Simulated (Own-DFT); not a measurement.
Simulation results for SiGe (layered order of Si and Ge on the diamond lattice, atoms displaced), Al3GaN4 (wurtzite random alloy, strained, atoms displaced)

All values are calculated (Own-DFT development build). A calculation, not a measurement: plane-wave PBE density functional theory by an unreviewed code, no spin, of a simulated periodic cell, stress positive in tension, free energy of the whole cell less one offset for each atom, forces on such cells passed a denser k mesh, this cell's mesh not checked; offsets are fitted by least squares, one for each functional and potential file, so energies compare only between cells with the same atoms and settings and are not formation energies; the far tail of each file's local potential was reset to the Coulomb form; each entry is a single point on an unrelaxed cell, so the pressure reflects the starting lattice, mostly measured values, from which strain is counted, and rises with the displacements; printed positions are rounded, which can move forces by about a meV/angstrom; the program is a retired in-house code; no spin-orbit coupling.

Settings shared by all entries: functional PBE.

(1) SiGe (layered order of Si and Ge on the diamond lattice, atoms displaced)

```
SiGe
1.0
     11.0890     0.0000     0.0000
      0.0000    11.0890     0.0000
      0.0000     0.0000    11.0890
Ge Si Ge Si Ge Si Ge Si
8 8 8 8 8 8 8 8
Direct
  0.99341 0.00616 0.99132
  0.99480 0.24591 0.25081
  0.25577 0.99343 0.23966
  0.24824 0.24736 0.00070
  0.13638 0.13494 0.12152
  0.12585 0.38011 0.37919
  0.37269 0.13649 0.37851
  0.37257 0.37663 0.11754
  0.00305 0.00280 0.49521
  0.99456 0.23772 0.75181
  0.25092 0.99866 0.74163
  0.24565 0.24868 0.50188
  0.12155 0.11711 0.62086
  0.12216 0.38455 0.87537
  0.37946 0.12757 0.87347
  0.38145 0.37835 0.62988
  0.00666 0.49445 0.99757
  0.99717 0.74367 0.25385
  0.25214 0.49372 0.25721
  0.25065 0.75143 0.99582
  0.12834 0.61245 0.13173
  0.12908 0.87816 0.37782
  0.37130 0.62612 0.37105
  0.37548 0.88171 0.12814
  0.00582 0.49999 0.50031
  0.99728 0.73733 0.74606
  0.25211 0.50554 0.75553
  0.24223 0.74808 0.49716
  0.11744 0.61594 0.62259
  0.13075 0.86980 0.87501
  0.37629 0.61762 0.87433
  0.37244 0.87551 0.62653
  0.50767 0.99931 0.99343
  0.50223 0.25157 0.25137
  0.74370 0.99331 0.25416
  0.76084 0.24289 0.01000
  0.61742 0.12117 0.13456
  0.63396 0.37093 0.37992
  0.87268 0.12298 0.37798
  0.88423 0.37794 0.12448
  0.50702 0.99861 0.50255
  0.50115 0.25060 0.75799
  0.74126 0.00639 0.76129
  0.74962 0.24663 0.49973
  0.62005 0.11511 0.62063
  0.62016 0.36971 0.86499
  0.87563 0.12322 0.87022
  0.87419 0.37833 0.62757
  0.49281 0.49208 0.00115
  0.49173 0.74959 0.24324
  0.74300 0.49776 0.25236
  0.74520 0.74304 0.99088
  0.62431 0.63527 0.12091
  0.62228 0.87911 0.37297
  0.87337 0.61169 0.36744
  0.87971 0.86376 0.12881
  0.49683 0.50085 0.49291
  0.50196 0.74939 0.75253
  0.75433 0.50850 0.74680
  0.74396 0.74931 0.49300
  0.62733 0.61827 0.61028
  0.62919 0.87044 0.87246
  0.87343 0.63311 0.88428
  0.87383 0.87399 0.62607
```

* potential files: PseudoDojo norm-conserving, scalar-relativistic, standard set
* wave cutoff: 42 hartree
* occupations: Fermi-Dirac
* smearing width: 0.1 eV
* k mesh: 3 x 3 x 3 centred on Gamma
* free energy of cell above offsets: -2.390 eV
* pressure: 3.67 GPa
* stress xx: -3.72 GPa
* stress yy: -3.58 GPa
* stress zz: -3.71 GPa
* stress yz: 0.46 GPa
* stress xz: 0.77 GPa
* stress xy: -0.02 GPa

Force:
```
element  x (eV/Å)  y (eV/Å)  z (eV/Å)
     Ge     1.505    -1.261     0.923
     Ge     1.171     0.413     0.275
     Ge    -1.394     2.236     2.204
     Ge     1.025     1.568    -2.347
     Ge    -2.358     -2.11     1.206
     Ge    -0.494    -1.592     0.259
     Ge     0.306    -1.662     0.071
     Ge    -0.346    -1.096     1.741
     Si    -0.758    -0.824     0.912
     Si     1.026     1.752    -0.883
     Si    -0.115     0.202     1.118
     Si     0.086     0.753     1.238
     Si     0.315     0.864     0.494
     Si     0.923    -2.263    -1.552
     Si    -0.813    -0.647    -0.391
     Si    -0.806     -0.36    -0.206
     Ge    -1.134      1.61     0.199
     Ge     1.274    -0.231     0.248
     Ge     0.416     -0.14    -0.843
     Ge     0.485    -0.937     0.787
     Ge    -0.011     1.447    -0.662
     Ge    -0.553    -0.189    -0.711
     Ge     0.117     0.202     0.903
     Ge      1.05    -1.316    -2.633
     Si    -1.551    -0.635      0.16
     Si     0.158     1.413     0.454
     Si    -0.478    -0.741    -1.223
     Si     0.687      -0.2      1.34
     Si     1.311     0.883     0.602
     Si    -1.238      0.71    -1.369
     Si      0.31     1.401      0.08
     Si     0.632    -0.663    -0.592
     Ge    -0.619     -0.11     0.078
     Ge    -0.606     0.957     0.064
     Ge     1.466     0.514    -0.998
     Ge    -1.257     0.366    -1.118
     Ge     1.168    -0.042    -1.026
     Ge    -1.454      0.09     0.122
     Ge    -0.228    -0.289    -0.046
     Ge    -1.113    -0.027       0.4
     Si    -2.074    -0.299     -0.36
     Si    -0.395    -0.793    -2.039
     Si     0.808    -0.731     -1.61
     Si     0.386      -0.1      1.61
     Si     0.794     1.644     1.368
     Si     1.964     1.051     1.439
     Si    -1.164     0.247     0.311
     Si     0.352    -0.737    -0.196
     Ge     1.849     1.118    -1.353
     Ge     0.759     0.462      0.85
     Ge     0.232    -0.072    -1.683
     Ge      0.44     1.753     1.004
     Ge    -0.742    -1.908     0.369
     Ge    -0.867    -1.539     0.764
     Ge     0.143     1.213     1.888
     Ge    -1.004     1.248    -1.129
     Si     0.249    -0.519     0.661
     Si    -0.165     -0.67     -0.93
     Si    -0.587    -0.512     0.419
     Si         1    -0.102     0.445
     Si    -0.343     0.868       1.2
     Si    -0.641     0.226    -0.414
     Si      1.21    -1.998    -1.815
     Si    -0.307     0.104    -0.076
```

(2) Al3GaN4 (wurtzite random alloy, strained, atoms displaced)

```
Al3GaN4
1.0
      9.1354     0.0000     0.0000
     -4.5677     7.9115     0.0000
      0.0000     0.0000    10.0655
Ga Al N Ga Al N Al N Al N Ga Al N Al N Al Ga N Al Ga N Al Ga N Al N Al N Al N Al N Ga Al N Ga Al N Al Ga N Al N Al N
1 1 2 1 1 2 2 2 2 2 1 1 2 2 2 1 1 2 1 1 2 1 1 2 2 2 2 2 2 2 2 2 1 1 2 1 1 2 1 1 2 2 2 2 2
Direct
  0.11303 0.24281 0.00925
  0.23003 0.11249 0.24650
  0.09920 0.21744 0.19762
  0.21701 0.10749 0.44696
  0.12017 0.23792 0.50277
  0.22216 0.11493 0.74505
  0.10759 0.21672 0.69175
  0.21792 0.10850 0.94763
  0.11142 0.54962 0.00247
  0.21989 0.44357 0.24634
  0.11543 0.55485 0.19455
  0.23038 0.44198 0.44454
  0.10847 0.55550 0.49914
  0.22723 0.45201 0.74328
  0.11746 0.56381 0.69032
  0.22461 0.44678 0.93484
  0.10935 0.88387 0.99372
  0.22927 0.78452 0.25177
  0.10700 0.88950 0.18842
  0.22144 0.78606 0.44359
  0.11321 0.88418 0.49572
  0.22760 0.78755 0.75804
  0.10974 0.89273 0.68699
  0.22617 0.78024 0.94327
  0.43167 0.21531 0.00610
  0.55323 0.09586 0.24648
  0.45236 0.22766 0.19017
  0.55546 0.10719 0.44225
  0.44789 0.21546 0.49829
  0.55347 0.11723 0.74794
  0.44468 0.23745 0.69237
  0.55304 0.10167 0.93648
  0.44622 0.56103 0.99664
  0.55841 0.44644 0.25171
  0.44390 0.55357 0.19010
  0.56105 0.45010 0.43170
  0.44194 0.56315 0.49786
  0.55561 0.44243 0.75351
  0.45415 0.55520 0.69207
  0.55456 0.44831 0.93426
  0.45538 0.88507 0.00014
  0.56086 0.77904 0.25884
  0.45145 0.89719 0.19253
  0.55932 0.78598 0.43312
  0.45078 0.88931 0.49967
  0.55351 0.78375 0.74436
  0.43216 0.88633 0.69629
  0.55676 0.77419 0.93870
  0.77213 0.21365 0.00114
  0.88964 0.11171 0.25096
  0.79568 0.23045 0.19791
  0.88208 0.10668 0.44489
  0.78641 0.22067 0.49410
  0.88978 0.10408 0.75279
  0.78571 0.21361 0.68746
  0.89352 0.11487 0.94081
  0.77212 0.56425 0.00048
  0.88381 0.43370 0.24558
  0.77968 0.55783 0.18666
  0.89544 0.45042 0.44585
  0.78195 0.55278 0.50054
  0.89485 0.44440 0.75748
  0.78095 0.55859 0.68734
  0.88872 0.43577 0.93706
  0.77438 0.89968 0.99698
  0.88306 0.76628 0.25149
  0.78403 0.88522 0.18646
  0.88751 0.76848 0.44284
  0.77646 0.88400 0.49298
  0.89220 0.78319 0.75458
  0.78066 0.88930 0.68409
  0.88194 0.77475 0.94136
```

- potential files: PseudoDojo norm-conserving, scalar-relativistic, standard set with the stringent files for Ga
- wave cutoff: 96 hartree
- occupations: Gaussian
- smearing width: 0.01 eV
- k mesh: 4 x 4 x 3 centred on Gamma
- free energy of cell above offsets: -18.553 eV
- pressure: 19.85 GPa
- stress xx: -22.35 GPa
- stress yy: -26.93 GPa
- stress zz: -10.27 GPa
- stress yz: -0.08 GPa
- stress xz: 0.24 GPa
- stress xy: 0.35 GPa

Force:
```
element  x (eV/Å)  y (eV/Å)  z (eV/Å)
     Ga     1.323    -3.284    -0.073
     Al    -1.599    -0.422     1.249
      N     2.919     1.522    -0.097
      N      1.62     0.373    -1.862
     Ga    -0.356    -4.871     1.098
     Al     0.227    -0.452     1.251
      N    -0.292     1.934     0.649
      N    -0.545     1.466    -1.895
     Al    -0.935     1.177    -0.085
     Al     1.152    -0.387     1.547
      N    -1.039     0.788    -0.828
      N    -2.311     4.124     -2.57
     Al      1.31     1.137     0.903
     Al     0.247    -1.144     0.643
      N     0.779     0.444    -0.755
      N     0.183     2.355    -0.698
     Ga    -1.045     0.348     1.788
     Al    -1.354    -0.676    -0.031
      N      1.16    -0.385     1.018
      N     3.474    -1.928    -1.661
     Al    -2.767     1.374     1.733
     Al    -2.292    -1.613    -0.385
      N     0.867    -0.194     0.684
      N     1.822    -1.605    -0.164
     Al     1.885     1.173    -1.148
     Ga     0.061     6.594     2.455
      N    -0.397    -1.733    -0.792
      N    -0.096    -0.099    -0.442
     Al    -1.807     1.743      0.42
     Ga     1.059     0.344    -0.088
      N     0.413     -2.56    -1.827
      N    -0.651     1.049     1.866
     Al     0.479     -1.32     0.776
     Ga     0.112     0.227    -0.435
      N    -1.426     1.227    -0.971
      N     -0.43    -0.691     3.139
     Al     2.999      -0.5     0.989
     Al     1.197     2.326    -0.242
      N    -2.039     1.271    -1.384
      N    -1.012    -1.881     1.182
     Al    -2.325     0.144     0.311
     Al     0.217    -0.372    -3.226
      N      0.67    -6.435    -2.505
      N    -0.181    -1.222     1.886
     Al    -1.929     0.099     1.282
     Al       1.3    -0.616     0.671
      N     2.579     0.586    -2.424
      N     0.001     0.978    -1.067
     Al    -0.054      1.28     0.037
     Al     0.243    -2.277     1.663
      N    -1.909    -3.376    -2.765
      N     3.325    -1.363    -2.776
     Ga    -2.551     1.346     2.137
     Al    -0.043     0.529    -0.266
      N    -1.384     0.629      0.38
      N    -1.126    -0.363    -0.572
     Ga     1.477    -2.544     0.157
     Al    -0.222     4.585     1.869
      N       1.5     -1.31     0.447
      N    -0.193    -0.803     -2.51
     Al    -1.274    -0.191     1.044
     Ga     -0.72    -0.393     -2.17
      N    -0.379     -0.17     0.559
      N    -0.153     0.441     3.022
     Al      2.14    -1.595     1.029
     Al     0.842     2.021     0.587
      N    -1.803     0.513     0.465
      N    -0.425     1.159    -1.372
     Al     1.419     0.473     1.532
     Al    -0.214    -1.116    -1.021
      N    -0.971    -0.637     0.334
      N    -0.753     2.751    -1.696
```
